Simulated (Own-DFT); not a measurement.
# Response to strain: 4H SiC, 72 atoms (C36Si36)

Calculated results; nothing here was measured. They come from Own-DFT, an in-house plane-wave density functional program, since retired, whose code no person has reviewed. Each row is one single-point run on a periodic cell that was not relaxed, without spin or spin-orbit coupling.

Settings of every run: PBE; PseudoDojo norm-conserving scalar-relativistic files; cutoff 42 hartree; 4 x 4 x 3 k mesh centred on Gamma; Fermi-Dirac smearing of 0.1 eV.

Known limits: forces on such cells passed a denser k mesh, each cell not checked; stress not checked against mesh or cutoff.

Unstrained cell vectors in Å: (9.248, 0.000, 0.000); (-4.624, 8.009, 0.000); (0.000, 0.000, 10.068). The unstrained cell has measured lattice constants (interpolated for alloys), not those of this functional. That, the random moves and any unrelaxed bonds set the pressure at no strain. Each run strains this cell uniformly, with the atoms carried along. Every atom was also moved at random, by a Gaussian of width 0.05 Å on each axis. Strain is the symmetric tensor, in per cent. Stress is positive in tension, and the pressure is minus a third of its trace.

| run | e_xx (%) | e_yy (%) | e_zz (%) | e_yz (%) | e_xz (%) | e_xy (%) | s_xx (GPa) | s_yy (GPa) | s_zz (GPa) | s_yz (GPa) | s_xz (GPa) | s_xy (GPa) | P (GPa) | E (meV/atom) |
|---|---|---|---|---|---|---|---|---|---|---|---|---|---|---|
| 1 | -1.40 | 1.53 | 1.18 | -1.69 | -0.51 | 1.55 | -10.74 | 1.00 | 1.02 | -5.26 | -2.71 | 6.06 | 2.91 | 37.0 |
| 2 | -0.59 | -1.57 | 1.96 | 0.64 | 0.14 | -0.26 | -8.48 | -13.73 | 5.07 | 2.34 | 0.74 | -1.72 | 5.71 | 17.9 |
| 3 | 0.90 | 0.75 | 0.54 | 0.22 | -1.80 | 0.07 | -0.27 | 1.32 | -1.68 | 0.72 | -5.72 | 0.35 | 0.21 | 0.1 |
| 4 | 0.28 | 1.25 | 0.50 | -0.09 | -0.19 | -1.50 | -0.68 | 1.53 | -2.67 | -0.33 | -0.37 | -6.41 | 0.61 | 8.8 |
| 5 | -0.35 | 0.82 | 0.98 | -1.69 | 0.94 | 1.52 | -6.22 | -1.60 | 0.86 | -5.72 | 3.68 | 7.09 | 2.32 | 22.7 |
| 6 | 0.44 | -0.50 | 1.26 | -1.89 | 0.01 | 1.72 | -1.85 | -8.33 | 1.24 | -6.30 | 1.03 | 6.41 | 2.98 | 29.8 |
| 7 | -1.64 | 1.03 | 0.78 | -1.23 | 0.66 | 0.08 | -13.20 | 0.51 | -2.40 | -3.34 | 2.86 | -0.03 | 5.03 | 23.8 |
| 8 | -1.55 | -1.99 | 1.04 | -0.61 | -1.03 | 0.16 | -14.93 | -19.53 | -1.55 | -3.14 | -4.60 | -0.45 | 12.00 | 46.5 |
| 9 | -0.36 | 1.27 | 1.85 | 1.25 | 0.60 | -1.68 | -5.69 | 2.18 | 5.98 | 4.01 | 2.11 | -6.64 | -0.82 | 5.7 |
| 10 | 0.69 | 1.34 | -0.03 | -1.85 | -0.33 | 1.74 | -0.02 | 2.39 | -4.90 | -5.71 | -1.47 | 6.87 | 0.84 | 19.2 |
| 11 | -1.24 | 0.94 | 1.08 | -0.51 | 1.93 | -0.79 | -12.29 | -2.35 | 1.58 | -0.90 | 7.17 | -5.99 | 4.35 | 28.3 |
| 12 | 0.05 | -1.43 | 0.65 | -0.32 | 1.23 | -1.41 | -5.22 | -12.40 | -2.68 | -0.78 | 4.46 | -5.02 | 6.76 | 22.2 |
| 13 | 1.22 | -1.61 | -1.98 | -0.29 | -1.93 | 1.04 | -1.47 | -12.24 | -20.15 | -1.02 | -6.69 | 4.54 | 11.29 | 52.0 |
| 14 | 0.75 | -0.55 | 0.60 | 1.49 | 0.21 | 1.22 | -2.62 | -6.21 | -1.19 | 5.08 | -0.41 | 6.44 | 3.34 | 16.0 |
| 15 | 1.20 | 1.34 | 0.93 | 0.94 | 0.38 | 0.38 | 4.04 | 3.09 | -0.57 | 2.53 | 1.29 | 0.70 | -2.19 | 18.4 |
| 16 | 1.05 | 1.16 | 0.78 | -0.39 | 1.76 | 0.59 | 1.48 | 3.31 | -0.97 | -1.50 | 6.41 | 3.33 | -1.28 | 0.0 |
| 17 | 1.65 | -1.71 | -1.12 | 0.15 | -1.48 | -0.24 | ? | ? | ? | ? | ? | ? | ? | ? |

E is the free energy for each atom above the lowest run shown.

## Worked fit

Each stress component was fitted by least squares to a constant and the strains of the runs shown, as fractions, with shears doubled. Shear strains stay in the fit of a normal stress only where such slopes are resolved. The slopes, in GPa:

```
stress  at no strain  per e_xx  per e_yy  per e_zz  scatter
  s_xx          -5.4  566 ± 28   84 ± 20   70 ± 33     0.95
  s_yy          -5.1  136 ± 32  552 ± 23    4 ± 38     1.09
  s_zz          -6.5   39 ± 24   48 ± 17  650 ± 28     0.82
```

Each shear stress against twice its own strain: yz 164 ± 9, xz 177 ± 8, xy 215 ± 17 GPa. These are stiffnesses along x, y and z of the frame in which the cell vectors are given, which need not be the crystal's axes. The atoms are held to the strained lattice; where symmetry lets them move under strain, relaxing them would lower some slopes. The table should be nearly symmetric about its diagonal, and what it lacks of that shows the noise. A ninth of its sum, 239 ± 5 GPa, estimates the bulk modulus near the mean pressure of these runs, 3.4 GPa, so it lies above the value at zero pressure.

## Withheld run

Question: what normal stresses and pressure should run 17 give?

The fit gives s_xx = 1.7, s_yy = -12.3, s_zz = -13.9 and P = 8.2 GPa. The calculation gave 2.45, -14.64, -12.70 and P = 8.30 GPa.
